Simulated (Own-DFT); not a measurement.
Simulation results for Si$_{3}$N$_{4}$ (beta silicon nitride, strained, atoms displaced), SiC (4H silicon carbide, strained, atoms displaced), GaP (zincblende, strained, atoms displaced)

All values are calculated (Own-DFT development build). A calculation, not a measurement: plane-wave PBE density functional theory by an unreviewed code, no spin, of a simulated periodic cell, stress positive in tension, free energy of the whole cell less one offset for each atom, forces on such cells passed a denser k mesh, this cell's mesh not checked; offsets are fitted by least squares, one for each functional and potential file, so energies compare only between cells with the same atoms and settings and are not formation energies; the far tail of each file's local potential was reset to the Coulomb form; each entry is a single point on an unrelaxed cell, so the pressure reflects the starting lattice, mostly measured values (interpolated for alloys), from which strain is counted, and rises with the displacements; printed positions are rounded, which can move forces by about a meV/angstrom; the program, named Own-DFT, is a retired in-house code; no spin-orbit coupling.

Settings shared by all entries: functional PBE; potential files PseudoDojo norm-conserving, scalar-relativistic, standard set; wave cutoff 42 hartree; occupations Fermi-Dirac; smearing width 0.1 eV.

(1) 
```xyz
42
Lattice="7.5523 -0.1076 0.0805 -3.8693 6.7073 -0.1197 0.0924 -0.1053 8.6627" Properties=species:S:1:pos:R:3:force_x:R:1:force_y:R:1:force_z:R:1 formula=Si3N4 k_mesh=3_x_3_x_3_centred_on_Gamma free_energy_of_cell_above_offsets=-2.929 pressure=9.37 stress_xx=-8.81 stress_yy=-5.72 stress_zz=-13.57 stress_yz=-0.49 stress_xz=4.76 stress_xy=-2.21
Si    -1.5857     5.1373     0.6846     -2.963      0.628     -0.803
Si     0.2025     2.7194     0.6512     -0.859      0.094      2.558
Si     1.3133     5.5236     0.6650     -0.549     -1.788      0.927
Si     5.3383     1.3962     2.2155      0.621      3.116      0.415
Si     3.5540     3.8700     2.1814      -1.52     -1.914     -0.928
Si     2.3950     1.1309     2.2846     -0.008      1.064     -4.177
N      2.4081     0.1586     0.7395     -0.519      0.142      0.852
N      6.1588     1.8938     0.7867       1.22      0.365     -0.499
N      2.6560     4.3241     0.6021     -3.989      2.694      7.928
N      1.3177     6.4775     2.1447      0.607     -3.725     -0.757
N     -2.5243     4.7156     2.0593       2.05      0.862      0.703
N      1.0308     2.2141     2.1260      0.036     -0.664      0.342
N     -0.1159     4.4120     0.6885      3.335      0.306     -0.252
N      3.7927     2.0947     2.2298     -0.735      2.092     -0.239
Si    -1.5866     5.1376     3.5317      0.574     -0.793     -2.479
Si     0.2386     2.6020     3.6443     -1.225      2.889     -1.905
Si     1.4043     5.4499     3.5579     -1.521     -0.462      0.368
Si     5.3711     1.4176     5.0807     -2.024      1.445     -2.066
Si     3.5725     3.8453     5.1027      1.503      -0.15     -3.891
Si     2.3663     1.0296     5.1671      1.549      3.114     -4.999
N      2.4767     0.1213     3.5369     -0.738     -0.289      4.559
N      6.1437     1.9694     3.6320      0.627     -0.822      0.434
N      2.7124     4.3397     3.5951      0.456      0.296      0.296
N      1.4544     6.4545     5.0038     -0.661     -2.443     -0.925
N     -2.3729     4.7104     4.8957     -2.261     -1.005      3.723
N      1.0536     2.1819     5.0580      0.389     -1.589      0.838
N     -0.0323     4.4175     3.5292      1.512     -0.507      0.271
N      3.7613     2.1672     5.0979       0.25     -2.159       0.28
Si    -1.5834     5.1127     6.4514      0.489     -2.432     -0.944
Si     0.2518     2.6016     6.5569     -2.295      1.576     -3.989
Si     1.3902     5.4234     6.3851     -0.578      0.505       1.08
Si     5.4242     1.3726     8.0224     -0.588     -0.284     -1.608
Si     3.5091     3.8926     7.9901      4.055     -3.832     -7.443
Si     2.4471     1.0603     8.0299      1.013      -0.94     -1.258
N      2.4901     0.0844     6.4516       -0.5     -0.578      4.453
N      6.1905     1.7408     6.4375      2.932      2.001       5.29
N      2.6929     4.3441     6.3571      0.735      0.321      4.736
N      1.4500     6.3288     7.9177      0.029      0.451     -1.425
N     -2.4167     4.5711     7.9042      0.751      0.946     -1.163
N      1.0948     2.1502     7.8834      0.989      -1.45      1.713
N      0.0499     4.3468     6.4338     -1.694      0.395      0.477
N      3.8359     2.0152     8.0322     -0.496      2.526     -0.493
```

Units: free_energy_of_cell_above_offsets in eV; pressure, stress_xx, stress_yy, stress_zz, stress_yz, stress_xz, stress_xy in GPa; force_x, force_y, force_z in eV/Å.

(2) 
```xyz
72
Lattice="9.0662 0.1830 0.0591 -4.3746 7.9222 0.0973 0.0644 0.1595 9.9402" Properties=species:S:1:pos:R:3:force_x:R:1:force_y:R:1:force_z:R:1 formula=SiC hardware=one_NVIDIA_H100 k_mesh=4_x_4_x_3_centred_on_Gamma free_energy_of_cell_above_offsets=-2.597 pressure=13.8 stress_xx=-17.99 stress_yy=-7.78 stress_zz=-15.63 stress_yz=5.03 stress_xz=2.89 stress_xy=10.78 wall_time=336
Si     4.7105     8.1158     4.1871     -1.944      1.594      0.483
Si    -0.0475     1.7914     1.6290      3.197      0.149     -1.293
C      0.0277     0.0285     0.8871     -1.431      0.534      1.767
C     -0.0283     1.9074     3.4401      2.631     -2.918      1.075
Si    -1.4046     2.7584     4.1399     -2.218     -0.296     -3.259
Si    -1.3316     4.4521     1.6196     -1.576     -0.066      0.231
C      7.5996     2.8326     1.0694     -0.287       1.31     -2.046
C     -1.4193     4.4548     3.4557      0.938      1.021      1.158
Si    -2.9001     5.3632     4.0643      0.375     -0.255      0.378
Si    -2.8912     7.0887     1.6226      1.264     -0.107     -0.022
C     -2.9230     5.3237     1.0156      0.509       -0.9      0.572
C     -2.8928     7.1425     3.5126      1.066     -0.409     -0.532
Si    -1.3860     8.0316     4.1041       2.33     -0.802      0.517
Si     3.0651     1.9181     1.6792      0.704     -1.248     -2.899
C     -1.3313     7.9850     1.0578     -0.244      0.634      -0.53
C      3.1848     1.8853     3.5006     -1.681     -0.069      0.141
Si     1.6046     2.6187     4.1195     -0.798      2.833      -1.93
Si     1.6967     4.5470     1.6873     -1.742     -1.368     -3.228
C      1.6028     2.7660     0.9928     -1.761     -0.353      0.274
C      1.5519     4.5741     3.3899      3.214     -2.128       4.57
Si     0.2074     5.3320     4.1999      -2.78      2.188     -1.675
Si     0.2023     7.1308     1.5502     -0.468          0      2.457
C      0.1335     5.3548     1.0163      0.456     -0.144      -1.04
C      0.2132     7.1733     3.5551      -0.81     -0.774       -0.9
Si     1.7206     8.0928     4.1174     -0.831      0.226      0.858
Si     6.1230     1.8999     1.5914     -1.351      0.704      0.922
C      1.7806     8.0363     1.0620     -4.751      2.619     -1.938
C      6.0617     1.9691     3.5172      2.199     -0.385     -0.835
Si     4.6289     2.8405     4.1185     -0.056      0.997      0.632
Si     4.5801     4.5280     1.6647      3.032     -0.124      -0.37
C      4.5967     2.8179     0.8858      0.415      -1.04      3.541
C      4.6383     4.6697     3.4825      0.681     -1.955       0.98
Si     3.1739     5.4366     4.1990      -1.45      0.643     -2.234
Si     3.1314     7.2483     1.5756      5.106     -3.529      3.248
C      3.1795     5.3505     1.0515     -1.385      2.896      0.084
C      3.2221     7.1921     3.5394     -0.176      0.666     -0.463
Si     9.1133     0.3313     9.1063      0.256     -0.044     -1.762
Si     4.8029     6.4753     6.6212     -2.586     -3.107      2.461
C      4.6754     8.1364     6.1745      1.123      2.197     -3.236
C      4.7059     6.4585     8.5667      0.618      0.661     -0.745
Si     6.2154     5.5909     9.1954     -0.286      1.048     -1.044
Si     6.2428     3.8526     6.5619     -1.981     -1.218      0.885
C     -2.8265     5.4045     5.9931      0.409      0.128     -1.632
C      6.1491     3.8673     8.4597      0.878       0.27     -0.345
Si    -1.4055     2.8839     9.0132     -0.109     -2.264      0.954
Si     7.6118     1.1099     6.6249     -2.034       1.14     -0.843
C     -1.3797     2.7529     5.8531      0.576     -0.641      4.377
C      7.5429     1.1766     8.4342      2.632      2.083       0.61
Si     6.1073     0.3366     9.0138     -0.091     -3.017       0.94
Si     1.6905     6.4342     6.5528      0.085     -2.952      2.538
C      1.6073     8.1043     6.0723      4.039      1.104     -2.461
C      1.6959     6.4116     8.5248     -0.332      0.131     -0.418
Si     3.2454     5.5637     9.2012     -1.612     -0.945     -2.512
Si     3.1228     3.7139     6.5680      0.462      1.022      1.552
C      3.2324     5.5325     5.9748     -0.416     -0.272      1.379
C      3.1094     3.7617     8.5104       0.82      0.414     -1.395
Si     4.7133     2.8929     9.0569     -2.347      1.061     -1.106
Si     4.5935     0.9839     6.5348     -2.649       3.61      1.613
C      4.6416     2.8996     5.9854      0.866     -1.199     -0.137
C      4.6330     1.1641     8.5290     -1.242     -0.701     -2.741
Si    -1.2405     8.0822     9.0261     -0.563      1.443      2.834
Si    -1.3821     6.3588     6.6696      0.727     -1.713      -2.43
C     -1.3775     8.0228     6.0270      0.949      1.335      -1.09
C     -1.3415     6.3722     8.4121     -0.018      -1.49      2.691
Si     0.1347     5.3953     9.0738      1.479      3.756       0.62
Si     0.1218     3.7081     6.6412      0.192     -0.268     -2.581
C      0.1202     5.4783     6.0035      0.893     -0.666      0.833
C      0.1453     3.7434     8.4428     -2.031     -1.225     -0.293
Si     1.5697     2.8819     9.0090      2.952     -1.754      2.415
Si     1.5145     0.9382     6.5031      0.231      2.291      2.271
C      1.6354     2.8076     5.9111     -1.072     -0.845      1.462
C      1.6003     1.0541     8.5008     -1.196      0.484     -2.358
```

Units: free_energy_of_cell_above_offsets in eV; pressure, stress_xx, stress_yy, stress_zz, stress_yz, stress_xz, stress_xy in GPa; wall_time in s; force_x, force_y, force_z in eV/Å.

(3) 
```xyz
64
Lattice="10.8620 0.0000 0.0000 0.0000 10.8620 0.0000 0.0000 0.0000 10.9439" Properties=species:S:1:pos:R:3:force_x:R:1:force_y:R:1:force_z:R:1 formula=GaP hardware=one_NVIDIA_H100 k_mesh=3_x_3_x_3_centred_on_Gamma free_energy_of_cell_above_offsets=-34.991 pressure=3.17 stress_xx=-3.34 stress_yy=-3.37 stress_zz=-2.79 stress_yz=0.23 stress_xz=-0.24 stress_xy=0.56 wall_time=518.3
Ga     0.0083    10.8325     0.0038      -0.19      0.161      0.194
Ga    10.8493     2.6971     2.7080     -0.211      0.177       0.72
Ga     2.6589    10.8467     2.7266      1.075      0.237      0.245
Ga     2.7147     2.7112     0.0098     -0.375      0.137      0.038
P      1.3506     1.3420     1.4269     -0.062      0.094      -0.96
P      1.3640     4.0453     4.1361     -0.325      0.502     -0.789
P      4.0497     1.3740     4.1434      0.316     -0.215      -0.88
P      4.0916     4.0547     1.3422      -0.19      0.344     -0.012
Ga    10.8021     0.0188     5.4429      0.767     -0.311      0.508
Ga    10.8571     2.7268     8.2149       0.25      0.042     -0.228
Ga     2.7399     0.0312     8.1503     -0.391     -0.372      0.694
Ga     2.7090     2.7310     5.4387      0.131     -0.194      0.668
P      1.3796     1.3442     6.8509     -0.575      0.421     -0.439
P      1.3359     4.1358     9.5909      0.302     -0.884      -0.15
P      4.0323     1.3944     9.5528      0.277     -0.339      0.156
P      4.1197     4.0315     6.8255     -0.551      0.351      0.127
Ga    10.8555     5.3898     0.0040       0.04      0.996      0.068
Ga    10.8595     8.1505     2.7240      0.148      -0.25      1.114
Ga     2.7017     5.4545     2.6850      0.278      -0.67       0.64
Ga     2.6966     8.1187     0.0139      0.119     -0.019       -0.1
P      1.3438     6.7957     1.4257     -0.286     -0.205     -0.872
P      1.4007     9.5430     4.1012     -1.115     -0.361      0.182
P      4.0862     6.7365     4.0941     -0.534      0.476      0.376
P      4.0616     9.4357     1.4337     -0.316      0.981     -1.007
Ga     0.0200     5.4489     5.4800     -0.346     -0.329     -0.324
Ga    10.8333     8.1702     8.2215      0.323     -0.529      0.022
Ga     2.6873     5.4232     8.1983      0.622     -0.105     -0.196
Ga     2.6622     8.2026     5.4984      0.566      -0.71     -0.149
P      1.3297     6.7636     6.8424      0.195      0.623      0.243
P      1.3291     9.4793     9.5769       0.72      0.307      -0.08
P      4.1009     6.7438     9.5878     -0.906      0.504     -0.227
P      4.0657     9.5263     6.8555      0.119     -0.389      -0.08
Ga     5.3955    10.8377    10.8794      0.051     -0.013      0.634
Ga     5.4524     2.7254     2.6864     -0.095     -0.046       0.87
Ga     8.1007    10.8577     2.7492      0.199     -0.515      0.298
Ga     8.1640     2.7289     0.0303      -0.32     -0.001     -0.413
P      6.8069     1.3414     1.4039     -0.342     -0.056     -0.911
P      6.8430     4.0923     4.1064     -0.454     -0.572     -0.022
P      9.4466     1.3276     4.1508      0.499      0.103     -1.151
P      9.5241     4.0995     1.3479     -0.291     -0.297      0.501
Ga     5.4143     0.0173     5.4924      0.121     -0.135     -0.235
Ga     5.4538     2.6954     8.2045     -0.051      0.224      0.123
Ga     8.1111    10.8589     8.2300      0.416     -0.038     -0.064
Ga     8.2130     2.7002     5.4522      -1.14       0.07      0.308
P      6.7787     1.3412     6.8628      0.381      0.207     -0.368
P      6.7693     4.1226     9.5439       0.16     -0.729      0.603
P      9.5253     1.3768     9.5724     -0.316     -0.307      0.299
P      9.4987     4.0369     6.7820      0.379      0.507      0.765
Ga     5.4245     5.4666    10.9297      0.212     -0.591      0.222
Ga     5.3806     8.1341     2.7341      0.682     -0.387      0.549
Ga     8.1205     5.4257     2.7194      0.364      0.218      0.127
Ga     8.2001     8.1161     0.0024     -0.581      0.149       0.38
P      6.7582     6.7611     1.3731      0.304      0.523     -0.102
P      6.7728     9.4693     4.1365     -0.096      0.155     -0.111
P      9.4563     6.7942     4.1552      0.666     -0.206     -0.757
P      9.5293     9.4620     1.4361     -0.555      0.708     -0.731
Ga     5.4516     5.4241     5.4754     -0.151     -0.257     -0.243
Ga     5.3855     8.1380     8.2336      0.259     -0.157     -0.413
Ga     8.1590     5.3976     8.2209     -0.088      0.299     -0.667
Ga     8.1570     8.1168     5.5042     -0.255      0.451      0.252
P      6.7492     6.7754     6.8101      0.372      0.175      0.769
P      6.7878     9.4579     9.5601      0.101      0.128       0.37
P      9.4878     6.7923     9.5660      0.387     -0.395      0.019
P      9.5409     9.4947     6.8762     -0.694      0.317     -0.401
```

Units: free_energy_of_cell_above_offsets in eV; pressure, stress_xx, stress_yy, stress_zz, stress_yz, stress_xz, stress_xy in GPa; wall_time in s; force_x, force_y, force_z in eV/Å.

(4) 
```xyz
64
Lattice="10.8620 0.0000 0.0000 0.0000 10.8620 0.0000 0.0000 0.0000 10.9439" Properties=species:S:1:pos:R:3:force_x:R:1:force_y:R:1:force_z:R:1 formula=GaP hardware=one_NVIDIA_H100 k_mesh=3_x_3_x_3_centred_on_Gamma free_energy_of_cell_above_offsets=-29.252 pressure=4.3 stress_xx=-4.6 stress_yy=-4.3 stress_zz=-3.99 stress_yz=0.73 stress_xz=-1.14 stress_xy=-0.51 wall_time=575
Ga    10.7942     0.1090     0.0903     -0.301     -0.537     -0.888
Ga    10.8541     2.6890     2.9411       1.43      1.855     -3.849
Ga     2.4826    10.8313     2.7858       2.62      0.618     -1.401
Ga     2.5041     2.7236     0.0234      2.331     -0.683       0.16
P      1.3776     1.3148     1.3396     -1.258      0.849      1.197
P      1.3865     3.9446     4.1462     -0.149      2.798       0.11
P      3.9451     1.2945     4.0630      0.995      0.553      0.301
P      3.9538     4.1120     1.3675      0.716     -0.384     -0.412
Ga    10.8535     0.1820     5.5559     -0.242     -1.517     -0.315
Ga     0.0758     2.8670     8.1720     -0.409     -0.287     -0.161
Ga     2.6006     0.0615     8.2156      0.932     -1.626      1.208
Ga     2.7240     2.7815     5.4632      0.115      -2.19     -0.005
P      1.3968     1.3373     6.8983     -0.357      1.849      -0.77
P      1.3957     4.1154     9.6770     -1.246      0.415     -1.475
P      4.0170     1.3027     9.5813      0.191      0.901       0.07
P      4.0576     3.9638     6.7704      0.152      2.566      0.594
Ga    10.8030     5.4283    10.9062      0.556     -0.272      0.949
Ga    10.8419     8.1196     2.6430      0.561     -0.154       0.13
Ga     2.7489     5.4664     2.7983     -0.289     -0.291      0.208
Ga     2.8109     8.1976     0.0126     -0.406     -0.878     -0.141
P      1.3944     6.6704     1.3507     -0.208      1.051      0.104
P      1.2881     9.5959     4.0332     -1.339     -2.339      2.496
P      4.2267     6.8192     4.0852     -2.273     -0.701      1.174
P      4.0471     9.4837     1.4398       0.73      0.527       0.11
Ga     0.0760     5.6102     5.4992      0.108     -1.381     -0.073
Ga    10.8135     8.2283     8.1071      0.038      0.145      2.337
Ga     2.6008     5.4294     8.1901      1.395     -0.463      0.278
Ga     2.8047     8.0566     5.6099          0      0.873     -2.058
P      1.3877     6.9244     6.9281     -0.542      -1.09     -0.401
P      1.2948     9.5461     9.7314      0.161     -0.356     -1.212
P      4.0715     6.6057     9.6304      0.549       1.29     -0.915
P      4.0648     9.4319     6.8801     -0.223      1.972     -0.394
Ga     5.5422    10.8240    10.8203     -0.934     -0.411      0.649
Ga     5.3643     2.8854     2.7604     -0.866     -2.081     -0.819
Ga     8.1249    10.7487     2.7043       1.18       1.28     -0.711
Ga     8.2298     2.7465     0.1064     -0.765     -1.897     -1.088
P      6.7851     1.2847     1.3454      0.055      1.016      0.387
P      6.7064     4.0027     4.1439      0.611       1.45      0.255
P      9.6591     1.4046     4.0174     -3.985     -2.334      2.214
P      9.4178     4.1149     1.3139      1.562      0.331      1.928
Ga     5.4950     0.0075     5.4591     -1.411       0.51      0.489
Ga     5.3636     2.7800     8.1819     -0.486     -1.008      0.937
Ga     8.1806     0.0574     8.2583     -0.532     -0.191      0.635
Ga     8.0481     2.7215     5.4779      0.711     -0.949      0.024
P      6.7118     1.3594     6.9788      0.651     -0.159     -1.129
P      6.7979     3.8851     9.5985       0.12      0.911     -0.229
P      9.5868     1.4414     9.4932     -0.349        0.2      0.889
P      9.4490     4.1438     6.7199      0.699      0.071      0.659
Ga     5.5528     5.2989     0.0019     -1.062      0.056     -0.044
Ga     5.4709     8.0575     2.8060      0.592      1.875     -1.655
Ga     8.1181     5.4240     2.8051     -0.493     -0.608     -0.654
Ga     8.1637     8.2196     0.0565     -0.993      -2.04     -0.765
P      6.7682     6.7411     1.3418      0.568      0.391      0.608
P      6.7866     9.6449     4.0673       0.09     -2.407      0.783
P      9.5481     6.7031     4.0486     -0.111      1.116      0.093
P      9.4590     9.4176     1.2758      1.107      1.727      1.647
Ga     5.4610     5.5620     5.4960      0.325     -1.187      0.666
Ga     5.4627     8.1776     8.0493     -0.361     -0.987      2.054
Ga     8.0591     5.3456     8.2131       0.79      0.487      0.701
Ga     8.1112     8.0056     5.4084      1.265      2.142     -0.946
P      6.9016     6.9073     6.8513     -1.067     -1.979      0.488
P      6.8518     9.3418     9.5542     -0.467      1.329     -0.636
P      9.5281     6.8056     9.7196     -0.788       0.29     -2.246
P      9.4414     9.5625     6.9342      0.003     -0.057      -2.14
```

Units: free_energy_of_cell_above_offsets in eV; pressure, stress_xx, stress_yy, stress_zz, stress_yz, stress_xz, stress_xy in GPa; wall_time in s; force_x, force_y, force_z in eV/Å.
